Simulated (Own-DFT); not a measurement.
## Calculated data, GaP (zincblende, atoms displaced)

All values are calculated (Own-DFT development build). A calculation, not a measurement: plane-wave PBE density functional theory by an unreviewed code, no spin, of a simulated periodic cell, stress positive in tension, free energy of the whole cell less one offset for each atom, forces on such cells passed a denser k mesh, this cell's mesh not checked; offsets are fitted by least squares, one for each functional and potential file, so energies compare only between cells with the same atoms and settings and are not formation energies; the far tail of each file's local potential was reset to the Coulomb form; each entry is a single point on an unrelaxed cell, so the pressure reflects the starting lattice, mostly measured values (interpolated for alloys), from which strain is counted, and rises with the displacements; printed positions are rounded, which can move forces by about a meV/angstrom; the program, named Own-DFT, is a retired in-house code; no spin-orbit coupling.

GaP (zincblende, atoms displaced)

```
cell vectors (Å)
  10.9010     0.0000     0.0000
   0.0000    10.9010     0.0000
   0.0000     0.0000    10.9010
atoms (fractions of the cell vectors)
Ga  0.00420  0.99496  0.99558
Ga  0.00461  0.25575  0.25294
Ga  0.24992  0.00133  0.25068
Ga  0.24753  0.25301  0.00194
P   0.12022  0.12716  0.12026
P   0.12840  0.37213  0.36845
P   0.37791  0.12337  0.37602
P   0.37584  0.38163  0.11730
Ga  0.00123  0.99238  0.50322
Ga  0.99733  0.25336  0.74784
Ga  0.25187  0.99511  0.75206
Ga  0.25006  0.25677  0.49238
P   0.11857  0.12522  0.62396
P   0.12179  0.38269  0.87051
P   0.37366  0.12896  0.87442
P   0.37334  0.37281  0.63051
Ga  0.00759  0.50225  0.99336
Ga  0.99139  0.75224  0.25608
Ga  0.25704  0.50232  0.25364
Ga  0.24923  0.74549  0.99351
P   0.11813  0.62819  0.13082
P   0.11742  0.87397  0.37235
P   0.38142  0.62479  0.36549
P   0.37801  0.88376  0.12925
Ga  0.99716  0.49580  0.49859
Ga  0.00114  0.74420  0.74697
Ga  0.25471  0.49517  0.74576
Ga  0.25122  0.75019  0.50436
P   0.12768  0.61471  0.61886
P   0.11960  0.88107  0.87658
P   0.37817  0.62781  0.87297
P   0.38044  0.87087  0.62751
Ga  0.50161  0.00572  0.99771
Ga  0.50073  0.25546  0.24186
Ga  0.74796  0.00137  0.24463
Ga  0.74336  0.24898  0.00172
P   0.62495  0.13169  0.13308
P   0.62580  0.37079  0.36884
P   0.87930  0.12290  0.36580
P   0.87472  0.37013  0.11825
Ga  0.49166  0.99850  0.50278
Ga  0.49492  0.25277  0.75489
Ga  0.74711  0.99757  0.75166
Ga  0.76081  0.24098  0.49665
P   0.62684  0.12857  0.62725
P   0.62537  0.37194  0.87337
P   0.87625  0.12487  0.88839
P   0.87592  0.37586  0.62225
Ga  0.49857  0.49464  0.99901
Ga  0.49601  0.74953  0.25472
Ga  0.76349  0.50463  0.25490
Ga  0.75058  0.75164  0.00008
P   0.62879  0.63143  0.13083
P   0.62641  0.87553  0.36865
P   0.87506  0.62793  0.38736
P   0.87792  0.87230  0.12249
Ga  0.49990  0.49849  0.50433
Ga  0.50205  0.74892  0.74363
Ga  0.74078  0.49654  0.75392
Ga  0.74412  0.75608  0.49414
P   0.62499  0.62619  0.62000
P   0.62634  0.86885  0.87686
P   0.87802  0.62623  0.88117
P   0.87603  0.87172  0.63003
```

| Quantity | Value |
| --- | --- |
| functional | PBE |
| potential files | PseudoDojo norm-conserving, scalar-relativistic, standard set |
| wave cutoff | 42 hartree |
| occupations | Fermi-Dirac |
| smearing width | 0.1 eV |
| hardware | one NVIDIA H100 |
| k mesh | 3 x 3 x 3 centred on Gamma |
| stress xx | ? |

Question: GaP (zincblende, atoms displaced): stress xx?
Answer: -3.13 GPa

Question: Give the table of force values for GaP (zincblende, atoms displaced).
Answer: 
Force:
| element | x (eV/Å) | y (eV/Å) | z (eV/Å) |
| --- | --- | --- | --- |
| Ga | -0.829 | 0.831 | 1.229 |
| Ga | -0.772 | -0.732 | -1.23 |
| Ga | -0.546 | 0.299 | -0.059 |
| Ga | -0.319 | 0.105 | -0.462 |
| P | 0.573 | -0.196 | 0.63 |
| P | -0.002 | 1.275 | 0.541 |
| P | -0.401 | 0.734 | -0.434 |
| P | -0.708 | -0.844 | 0.926 |
| Ga | -0.519 | 0.613 | -0.228 |
| Ga | -0.134 | -0.462 | 0.586 |
| Ga | -0.319 | 0.676 | -0.337 |
| Ga | 0.137 | -1.133 | 0.913 |
| P | 1.035 | 0.052 | -0.019 |
| P | 0.871 | -1.053 | -0.164 |
| P | -0.261 | -0.395 | 0.236 |
| P | 0.359 | -0.13 | -1.183 |
| Ga | -0.782 | 0.024 | 1.217 |
| Ga | 0.135 | -0.44 | -0.285 |
| Ga | -0.851 | 0.023 | -0.984 |
| Ga | -0.208 | 0.804 | 1.052 |
| P | 0.805 | -0.263 | -0.232 |
| P | 1.287 | 0.019 | 0.455 |
| P | -0.74 | -0.246 | 2.22 |
| P | -0.274 | -0.961 | -0.755 |
| Ga | 0.606 | -0.099 | -0.185 |
| Ga | 0.227 | -0.096 | 0.21 |
| Ga | -0.429 | 0.876 | 0.727 |
| Ga | -0.186 | -0.255 | -0.956 |
| P | 0.053 | 0.691 | 0.495 |
| P | 1.196 | -1.691 | -1.124 |
| P | -0.056 | -0.616 | -0.31 |
| P | -0.998 | 0.363 | -0.137 |
| Ga | 0.23 | -0.183 | 0.346 |
| Ga | -0.701 | 0.082 | 0.797 |
| Ga | 0.613 | -0.226 | 0.011 |
| Ga | 0.459 | -0.113 | 0.122 |
| P | -0.195 | -0.818 | -1.311 |
| P | 0.489 | 0.549 | 0.907 |
| P | 0.262 | -0.509 | 0.707 |
| P | 0.546 | 1.015 | 0.549 |
| Ga | 1.413 | 0.308 | -0.158 |
| Ga | 0.647 | -0.482 | -0.536 |
| Ga | 0.407 | 0.399 | 0.396 |
| Ga | -0.81 | 0.507 | -0.165 |
| P | -0.395 | -0.378 | -0.155 |
| P | -0.544 | -0.015 | 0.504 |
| P | -0.417 | 0.084 | -1.475 |
| P | -0.746 | -0.129 | 0.359 |
| Ga | 1.119 | 1.44 | -0.211 |
| Ga | 0.838 | 0.846 | -1.276 |
| Ga | -0.834 | -0.504 | -0.61 |
| Ga | 0.087 | -0.367 | 0.343 |
| P | -0.221 | -0.862 | -0.397 |
| P | -0.685 | 0.584 | 0.543 |
| P | 0.126 | -0.052 | -0.653 |
| P | -0.407 | 0.597 | 0.116 |
| Ga | 0.117 | -0.397 | -0.794 |
| Ga | 0.448 | -0.307 | 0.823 |
| Ga | 1.234 | 0.831 | -0.56 |
| Ga | 0.444 | 0.013 | 0.869 |
| P | 0.194 | -0.158 | 0.351 |
| P | -0.503 | 0.708 | -0.326 |
| P | -0.631 | -0.282 | -0.941 |
| P | -0.531 | 0.047 | -0.525 |

Further results for GaP (zincblende, atoms displaced):

| Quantity | Value |
| --- | --- |
| free energy of cell above offsets | -33.602 eV |
| pressure | 3.09 GPa |
| stress yy | -3.15 GPa |
| stress zz | -3 GPa |
| stress yz | 0.14 GPa |
| stress xz | 0.27 GPa |
| stress xy | 0.06 GPa |
| wall time | 535.2 s |
